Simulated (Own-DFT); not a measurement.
Si₂SnGe₅ (diamond-structure random alloy, strained, atoms displaced) (calculated)

Computed with Own-DFT development build. A calculation, not a measurement: plane-wave density functional theory by an unreviewed code, no spin, of a simulated periodic cell, stress positive in tension, run twice, with PBE and with PBEsol, both on files made for PBE, so the change isn't that of files made for PBEsol, forces on such cells moved up to 12 meV/angstrom on a denser k mesh; the far tail of each file's local potential was reset to the Coulomb form; each entry is a single point on an unrelaxed cell, so the pressure reflects the starting lattice, mostly measured values (interpolated for alloys), from which strain is counted, and rises with the displacements; printed positions are rounded, which can move forces by about a meV/angstrom; the program, named Own-DFT, is a retired in-house code; no spin-orbit coupling; stress was not checked against mesh or cutoff.

Si₂SnGe₅ (diamond-structure random alloy, strained, atoms displaced)

```cif
# cell vector a (Å): 11.1820 0.0000 0.0000
# cell vector b (Å): 0.0000 11.1820 0.0000
# cell vector c (Å): 0.0000 0.0000 11.4103
data_Si2SnGe5
_symmetry_space_group_name_H-M 'P 1'
_symmetry_Int_Tables_number 1
_cell_length_a 11.1820
_cell_length_b 11.1820
_cell_length_c 11.4103
_cell_angle_alpha 90.000
_cell_angle_beta 90.000
_cell_angle_gamma 90.000
_cell_volume 1426.71
loop_
_atom_site_label
_atom_site_type_symbol
_atom_site_fract_x
_atom_site_fract_y
_atom_site_fract_z
_atom_site_occupancy
Ge1 Ge 0.99490 0.00457 0.99960 1
Ge2 Ge 0.00172 0.24461 0.24762 1
Si1 Si 0.25080 0.99902 0.25083 1
Si2 Si 0.24893 0.26097 0.99785 1
Ge3 Ge 0.12077 0.12304 0.11852 1
Ge4 Ge 0.12060 0.37670 0.37778 1
Si3 Si 0.37748 0.12588 0.37518 1
Ge5 Ge 0.38377 0.38376 0.12646 1
Ge6 Ge 0.00859 0.99578 0.50522 1
Si4 Si 0.99524 0.25331 0.75321 1
Sn1 Sn 0.24928 0.99287 0.74704 1
Si5 Si 0.25557 0.24463 0.49688 1
Ge7 Ge 0.13295 0.12523 0.62185 1
Ge8 Ge 0.12901 0.38015 0.87097 1
Sn2 Sn 0.37650 0.12395 0.86954 1
Ge9 Ge 0.38218 0.37520 0.62423 1
Ge10 Ge 0.99786 0.49578 0.99949 1
Si6 Si 0.99786 0.73568 0.24399 1
Ge11 Ge 0.24311 0.50050 0.25856 1
Sn3 Sn 0.24979 0.74546 0.99839 1
Ge12 Ge 0.12728 0.62977 0.13045 1
Ge13 Ge 0.12576 0.88204 0.38358 1
Ge14 Ge 0.37140 0.62114 0.37801 1
Si7 Si 0.37901 0.87498 0.12249 1
Ge15 Ge 0.00340 0.50054 0.49395 1
Si8 Si 0.00738 0.75470 0.74913 1
Ge16 Ge 0.25203 0.49843 0.75582 1
Ge17 Ge 0.25341 0.74587 0.49687 1
Ge18 Ge 0.12168 0.62700 0.62494 1
Ge19 Ge 0.12805 0.87100 0.87904 1
Sn4 Sn 0.36985 0.62291 0.87999 1
Ge20 Ge 0.37845 0.88089 0.62727 1
Si9 Si 0.50240 0.99692 0.99682 1
Ge21 Ge 0.50365 0.24327 0.24920 1
Ge22 Ge 0.74511 0.99837 0.25466 1
Ge23 Ge 0.74876 0.25453 0.99809 1
Ge24 Ge 0.62348 0.12424 0.12682 1
Sn5 Sn 0.63274 0.37886 0.37477 1
Ge25 Ge 0.87310 0.12539 0.37214 1
Si10 Si 0.88069 0.38309 0.11951 1
Si11 Si 0.49843 0.00395 0.50191 1
Ge26 Ge 0.49487 0.25049 0.74758 1
Si12 Si 0.75100 0.00367 0.74758 1
Ge27 Ge 0.74802 0.24461 0.50791 1
Ge28 Ge 0.61722 0.13664 0.62108 1
Ge29 Ge 0.62753 0.37175 0.86879 1
Ge30 Ge 0.87522 0.13166 0.87984 1
Sn6 Sn 0.86635 0.37216 0.61839 1
Sn7 Sn 0.49832 0.50244 0.99985 1
Si13 Si 0.49210 0.75197 0.25507 1
Si14 Si 0.74842 0.50245 0.24320 1
Ge31 Ge 0.75205 0.75182 0.00125 1
Ge32 Ge 0.62664 0.62642 0.12155 1
Ge33 Ge 0.62473 0.87990 0.37932 1
Si15 Si 0.87416 0.62540 0.36870 1
Sn8 Sn 0.87299 0.87706 0.12236 1
Ge34 Ge 0.49624 0.49971 0.50769 1
Ge35 Ge 0.50790 0.74512 0.75213 1
Ge36 Ge 0.74548 0.49309 0.75337 1
Ge37 Ge 0.74524 0.75580 0.49965 1
Si16 Si 0.62587 0.62169 0.62248 1
Ge38 Ge 0.63307 0.86373 0.87888 1
Ge39 Ge 0.87285 0.62486 0.87667 1
Ge40 Ge 0.87075 0.87891 0.63275 1
```

Settings of this run: functional PBE, then PBEsol, potential files PseudoDojo norm-conserving, scalar-relativistic, standard set, wave cutoff 49 hartree, occupations Fermi-Dirac, smearing width 0.1 eV and k mesh 3 x 3 x 3 centred on Gamma.

The calculation gives: PBE pressure 8.55 GPa; PBE stress xx -8.99 GPa; PBE stress yy -8.99 GPa; PBE stress zz -7.68 GPa; PBE stress yz 0.25 GPa; PBE stress xz 1 GPa; PBE stress xy -0.21 GPa; PBEsol pressure 5.71 GPa; PBEsol stress xx -6.15 GPa; PBEsol stress yy -6.14 GPa; PBEsol stress zz -4.85 GPa; PBEsol stress yz 0.24 GPa; PBEsol stress xz 0.96 GPa; PBEsol stress xy -0.19 GPa; rms change of force components from PBE to PBEsol 0.058 eV/Å.

Force:
```tsv
force element	PBE force x (eV/Å)	PBE force y (eV/Å)	PBE force z (eV/Å)	PBEsol force x (eV/Å)	PBEsol force y (eV/Å)	PBEsol force z (eV/Å)
Ge	1.269	0.228	-1.483	1.227	0.237	-1.427
Ge	-0.616	1.08	-0.251	-0.581	1.013	-0.218
Si	0.365	0.238	-0.28	0.282	0.227	-0.269
Si	-0.029	-0.104	1.078	-0.035	-0.091	1.054
Ge	1.682	0.444	0.409	1.553	0.427	0.399
Ge	0.892	-1.627	-0.154	0.837	-1.527	-0.178
Si	-0.345	-0.664	-0.261	-0.292	-0.617	-0.31
Ge	-2.696	-2.497	2.082	-2.587	-2.399	2.036
Ge	-1.77	1.109	0.169	-1.695	1.067	0.16
Si	1.516	-0.688	0.095	1.481	-0.676	0.104
Sn	-1.819	-0.401	-0.204	-1.76	-0.393	-0.21
Si	-0.016	0.859	-0.068	-0.059	0.881	-0.013
Ge	-1.62	1.732	-0.268	-1.581	1.599	-0.258
Ge	-1.142	-1.196	0.458	-1.097	-1.08	0.437
Sn	0.186	1.038	2.96	0.188	1.025	2.786
Ge	-1.956	-0.492	0.068	-1.851	-0.449	0.104
Ge	0.918	1.073	-0.231	0.925	1.079	-0.278
Si	0.209	1.384	1.834	0.254	1.385	1.744
Ge	0.736	-0.293	-0.961	0.716	-0.27	-0.924
Sn	-1.451	3.017	3.474	-1.465	2.9	3.345
Ge	-1.173	-2.082	0.454	-1.09	-2.06	0.401
Ge	0.455	-1.741	-2.031	0.437	-1.683	-1.892
Ge	0.704	0.161	-0.375	0.633	0.129	-0.323
Si	0.45	1.066	1.238	0.401	1.013	1.174
Ge	-0.811	1.336	0.01	-0.751	1.258	0.026
Si	-1.245	-0.44	0.425	-1.218	-0.428	0.416
Ge	-1.008	-0.707	-2.874	-0.983	-0.693	-2.769
Ge	-0.221	0.955	0.891	-0.221	0.918	0.863
Ge	0.553	-0.16	0.161	0.581	-0.188	0.113
Ge	-2.873	0.853	-0.433	-2.752	0.856	-0.398
Sn	1.551	0.171	-4.648	1.509	0.155	-4.54
Ge	1.981	-2.443	-1.948	1.882	-2.399	-1.852
Si	0.933	-0.902	1.082	0.959	-0.853	1.02
Ge	-1.275	0.312	-0.012	-1.189	0.335	-0.053
Ge	-0.273	1.014	0.222	-0.267	0.993	0.219
Ge	0.292	0.136	1.043	0.263	0.099	0.966
Ge	0.223	-0.633	-1.002	0.24	-0.575	-0.926
Sn	-0.729	-0.321	0.073	-0.759	-0.372	0.121
Ge	0.346	-0.505	0.896	0.331	-0.489	0.862
Si	-1.128	-1.132	1.234	-1.064	-1.142	1.169
Si	-0.119	0.21	-0.344	-0.076	0.168	-0.291
Ge	1.689	1.346	-0.578	1.65	1.317	-0.584
Si	-0.82	0.559	0.813	-0.799	0.544	0.796
Ge	-0.34	-2.011	-2.422	-0.348	-1.941	-2.348
Ge	0.058	-2.148	0.743	0.068	-2.004	0.725
Ge	-0.641	-0.81	0.212	-0.611	-0.784	0.196
Ge	-0.243	-0.432	-1.221	-0.241	-0.423	-1.11
Sn	2.332	1.22	1.286	2.221	1.209	1.221
Sn	3.328	-1.8	0.392	3.239	-1.754	0.399
Si	0.742	-0.019	-0.455	0.76	-0.065	-0.402
Si	1.89	0.97	-0.819	1.776	0.952	-0.812
Ge	-0.577	-1.898	-0.704	-0.578	-1.847	-0.699
Ge	0.445	1.428	1.937	0.433	1.394	1.806
Ge	-1.502	-0.277	-0.174	-1.378	-0.269	-0.169
Si	-0.332	-0.134	0.111	-0.335	-0.14	0.196
Sn	0.804	-0.344	1.677	0.741	-0.296	1.577
Ge	0.467	1.231	-0.476	0.409	1.149	-0.483
Ge	0.196	0.667	-1.303	0.163	0.68	-1.218
Ge	-0.152	2.248	-0.172	-0.137	2.134	-0.13
Ge	0.878	-1.157	0.257	0.847	-1.053	0.242
Si	0.134	0.228	0.48	0.126	0.226	0.475
Ge	-0.718	1.976	-0.984	-0.691	1.844	-0.947
Ge	0.609	0.204	-0.767	0.562	0.171	-0.7
Ge	0.809	-0.436	-0.362	0.798	-0.424	-0.423
```
